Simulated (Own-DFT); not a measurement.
# Biaxial strain at fixed height in wurtzite AlGaN with randomly placed atoms, 72 atoms (Al9Ga27N36)

The numbers are computed, not measured, by runs of the plane-wave DFT program Own-DFT (in-house, retired, unreviewed) at fixed positions, with no spin and no spin-orbit coupling.

All runs used: PBE; PseudoDojo norm-conserving scalar-relativistic files; cutoff 42 hartree; 4 x 4 x 3 k mesh centred on Gamma; Fermi-Dirac smearing of 0.1 eV.

Keep in mind: forces on such cells passed a denser k mesh, each cell not checked; stress not checked against mesh or cutoff.

Unstrained cell vectors in Å: (9.509, 0.000, 0.000); (-4.755, 8.235, 0.000); (0.000, 0.000, 10.268). The unstrained cell has measured lattice constants (interpolated for alloys), not those of this functional. That, the random moves and any unrelaxed bonds set the pressure at no strain. Each run strains x and y alike by e, as a substrate would, and holds the height along z. Each coordinate of each atom was shifted by a normal deviate of width 0.05 Å. The random placing of the alloy's atoms differs from row to row. Stress is positive in tension.

```
e (%)  u (Å)  (s_xx + s_yy)/2 (GPa)  s_zz (GPa)
-3.00  0.052                 -27.85      -13.33
-2.75  0.052                 -25.31      -12.61
-1.25  0.052                 -13.12      -12.23
-1.00  0.050                      ?           ?
-0.25  0.051                  -7.51      -10.41
 0.50  0.051                  -3.39      -10.40
 1.25  0.046                  -0.58       -5.48
 1.75  0.049                   2.25       -6.68
 2.00  0.048                   2.47       -4.12
 3.00  0.051                   7.05       -5.60
```

## Working it out

With e as a fraction, the in-plane stress is -6.2 + 564 e - 4817 e² GPa (errors 11 and 622, scatter 0.62), and s_zz is -9.2 + 153 e GPa (slope ± 24, scatter 1.46). At e = 0 the first slope is C11 + C12 and the second 2 C13, both with the ions held to the strained lattice and at the cell's own pressure. The term in e² is negative: the layer stiffens under compression and softens under tension. A free layer would change its height as e changes, and the in-plane slope would drop by 2 C13²/C33 to the biaxial modulus. At fixed height, a misfit of 1 % moves the in-plane stress by about 5.6 GPa and s_zz by 1.5 GPa.

## Test on the hidden row

Question: what are the two stresses at e = -1.00 %?

The fitted form gives -12.3 and -10.7 GPa. Computed: -13.84 and -7.30 GPa.
